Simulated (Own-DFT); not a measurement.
# Point defects and the pressure they add: wurtzite GaN

No measurement is shown. These are fixed-geometry runs of a retired plane-wave code named Own-DFT, which no person has reviewed; spin and spin-orbit coupling are neglected.

All runs used: PBE; PseudoDojo norm-conserving scalar-relativistic files; cutoff 42 hartree; 4 x 4 x 3 k mesh centred on Gamma; Fermi-Dirac smearing of 0.1 eV.

Limits (not all hold for every row): some atoms lie very close together; not probed for a lower state with spin; forces not confirmed at this smearing and k mesh; stress not checked against mesh or cutoff.

All runs share one cell, with vectors in Å (9.567, 0.000, 0.000); (-4.784, 8.285, 0.000); (0.000, 0.000, 10.370) and a volume of 822.0 Å³. u is the rms random offset of the atoms per axis. The defect's site can differ from row to row.

| cell | formula | u (Å) | P (GPa) |
|---|---|---|---|
| no defect | Ga36N36 | 0.0171 | 5.82 |
| no defect | Ga36N36 | 0.0455 | 7.01 |
| no defect | Ga36N36 | 0.0506 | 7.55 |
| one Ga on an N site | Ga37N35 | 0.0297 | 12.00 |
| one Ga on an N site | Ga37N35 | 0.0305 | 12.03 |
| one Ga on an N site | Ga37N35 | 0.0489 | ? |
| one Ga on an N site | Ga37N35 | 0.0516 | 13.65 |
| one N on a Ga site | Ga35N37 | 0.0307 | 5.55 |
| one N on a Ga site | Ga35N37 | 0.0318 | 5.68 |
| one N on a Ga site | Ga35N37 | 0.0524 | 6.77 |

## Analysis

P = P0 + c u² + a shift for each defect gives P0 = 5.53 GPa, c = 771 ± 55 GPa/Å² and a scatter of 0.14 GPa. The shifts, and each times the cell's volume:

- one Ga on an N site: 5.89 ± 0.12 GPa, 30.2 eV
- one N on a Ga site: -0.73 ± 0.12 GPa, -3.8 eV

A positive shift means that the defect pushes the cell outwards. Shift times volume (160.2 GPa Å³ is 1 eV) depends little on the cell's size, so, taken for each site, it can be compared between cells at like pressure. The atoms around the defects weren't relaxed, which would change these numbers.

## Check

The question: what pressure belongs in the blank (one Ga on an N site, u = 0.0489 Å)?

The fit gives 13.26 ± 0.17 GPa. The hidden result is 13.94 GPa. This run lies off the fit, by chance or by something that the fit leaves out.
